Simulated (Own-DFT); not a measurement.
# Response to strain: 4H SiC, 72 atoms (C36Si36)

All numbers below are calculated, not measured. They come from Own-DFT, an in-house plane-wave density functional program, since retired, whose code no person has reviewed. Each row is one single-point run on a periodic cell that was not relaxed, without spin or spin-orbit coupling.

Settings of every run: PBE; PseudoDojo norm-conserving scalar-relativistic files; cutoff 42 hartree; 4 x 4 x 3 k mesh centred on Gamma; Fermi-Dirac smearing of 0.1 eV.

Known limits: forces on such cells passed a denser k mesh, each cell not checked; stress not checked against mesh or cutoff.

Unstrained cell vectors in Å: (9.248, 0.000, 0.000); (-4.624, 8.009, 0.000); (0.000, 0.000, 10.068). The unstrained cell has measured lattice constants (interpolated for alloys), not those of this functional. That, the random moves and any unrelaxed bonds set the pressure at no strain. Each run strains this cell uniformly, with the atoms carried along. Every atom was also moved at random, by a Gaussian of width 0.05 Å on each axis. Strain is the symmetric tensor, in per cent. Stress is positive in tension, and the pressure is minus a third of its trace.

| run | e_xx (%) | e_yy (%) | e_zz (%) | e_yz (%) | e_xz (%) | e_xy (%) | s_xx (GPa) | s_yy (GPa) | s_zz (GPa) | s_yz (GPa) | s_xz (GPa) | s_xy (GPa) | P (GPa) | E (meV/atom) |
|---|---|---|---|---|---|---|---|---|---|---|---|---|---|---|
| 1 | -1.50 | 1.82 | -0.67 | -0.07 | -1.18 | -0.41 | -11.78 | 3.00 | -10.24 | -0.97 | -3.15 | -1.43 | 6.34 | 20.5 |
| 2 | -0.52 | 0.69 | 1.99 | -1.83 | 1.96 | 0.56 | -7.78 | 0.42 | 4.30 | -6.47 | 7.13 | 1.76 | 1.02 | 12.8 |
| 3 | -1.68 | 1.93 | -1.84 | -1.62 | 0.24 | 0.89 | -12.56 | 2.92 | -17.74 | -5.50 | 0.97 | 4.55 | 9.13 | 18.0 |
| 4 | 1.02 | -1.47 | -0.19 | 0.33 | 0.66 | 0.98 | -1.47 | -10.68 | -8.33 | 1.49 | 2.68 | 3.95 | 6.83 | 8.9 |
| 5 | -1.15 | -0.60 | 0.59 | -0.91 | -1.12 | 0.17 | -11.62 | -8.38 | -3.52 | -2.13 | -4.23 | 1.29 | 7.84 | 0.0 |
| 6 | 0.53 | 0.05 | -0.82 | 1.07 | -0.75 | 1.81 | -2.00 | -4.66 | -12.13 | 3.02 | -1.80 | 6.91 | 6.26 | 29.0 |
| 7 | -1.38 | -1.40 | 1.54 | 0.32 | -1.63 | -0.06 | -12.71 | -13.69 | 0.90 | 1.23 | -5.79 | -0.66 | 8.50 | 26.4 |
| 8 | -1.75 | -0.47 | -0.71 | -1.28 | -1.24 | -0.28 | -16.01 | -9.32 | -11.61 | -4.54 | -3.81 | -2.01 | 12.32 | 27.0 |
| 9 | -0.43 | 1.42 | 0.21 | 0.62 | -1.15 | -0.33 | -6.09 | 2.90 | -5.19 | 1.42 | -2.41 | -1.09 | 2.79 | 20.4 |
| 10 | -1.03 | -0.69 | -0.81 | 0.78 | 0.28 | 1.05 | -11.78 | -10.13 | -11.75 | 2.77 | 0.92 | 5.06 | 11.22 | 13.2 |
| 11 | 0.12 | -0.77 | -0.76 | 1.97 | -1.65 | 0.31 | -6.08 | -7.73 | -13.08 | 5.79 | -7.16 | 0.50 | 8.97 | 32.4 |
| 12 | 1.78 | 1.70 | 0.32 | -0.34 | -1.07 | -0.56 | 4.15 | 5.66 | -2.21 | -0.97 | -3.24 | -1.27 | -2.54 | 11.4 |
| 13 | 0.48 | -0.46 | -1.67 | -0.36 | -0.09 | -1.49 | -3.00 | -8.49 | -17.38 | -1.35 | -0.55 | -7.35 | 9.62 | 26.2 |
| 14 | -1.87 | 1.08 | -1.09 | -1.28 | -0.62 | -1.65 | -15.96 | -1.89 | -12.84 | -5.32 | -3.11 | -6.55 | 10.23 | 36.3 |
| 15 | 0.27 | -1.24 | 0.40 | 1.67 | -1.20 | -1.44 | -3.96 | -12.17 | -4.66 | 5.27 | -4.50 | -7.17 | 6.93 | 21.4 |
| 16 | 1.94 | -0.59 | 0.85 | 0.93 | 0.18 | 0.42 | 5.01 | -6.36 | -1.89 | 3.74 | 0.23 | 2.24 | 1.08 | 18.1 |
| 17 | -0.18 | 1.91 | -1.92 | -0.97 | -0.38 | 0.81 | ? | ? | ? | ? | ? | ? | ? | ? |

E is the free energy for each atom above the lowest run shown.

## Worked fit

Each stress component was fitted by least squares to a constant and the strains of the runs shown, as fractions, with shears doubled. Shear strains stay in the fit of a normal stress only where such slopes are resolved. The slopes, in GPa:

```
stress,at no strain,per e_xx,per e_yy,per e_zz,scatter
s_xx,-5.4,529 ± 17,64 ± 18,19 ± 20,0.79
s_yy,-4.9,93 ± 18,537 ± 19,57 ± 21,0.84
s_zz,-6.9,31 ± 16,61 ± 16,597 ± 18,0.72
```

Each shear stress against twice its own strain: yz 150 ± 9, xz 169 ± 14, xy 220 ± 11 GPa. These are stiffnesses along x, y and z of the frame in which the cell vectors are given, which need not be the crystal's axes. The atoms are held to the strained lattice; where symmetry lets them move under strain, relaxing them would lower some slopes. The table should be nearly symmetric about its diagonal, and what it lacks of that shows the noise. A ninth of its sum, 221 ± 3 GPa, estimates the bulk modulus near the mean pressure of these runs, 6.7 GPa, so it lies above the value at zero pressure.

## Withheld run

Question: what normal stresses and pressure should run 17 give?

The fit gives s_xx = -5.5, s_yy = 4.1, s_zz = -17.3 and P = 6.2 GPa. The calculation gave -4.43, 4.71, -18.46 and P = 6.06 GPa.
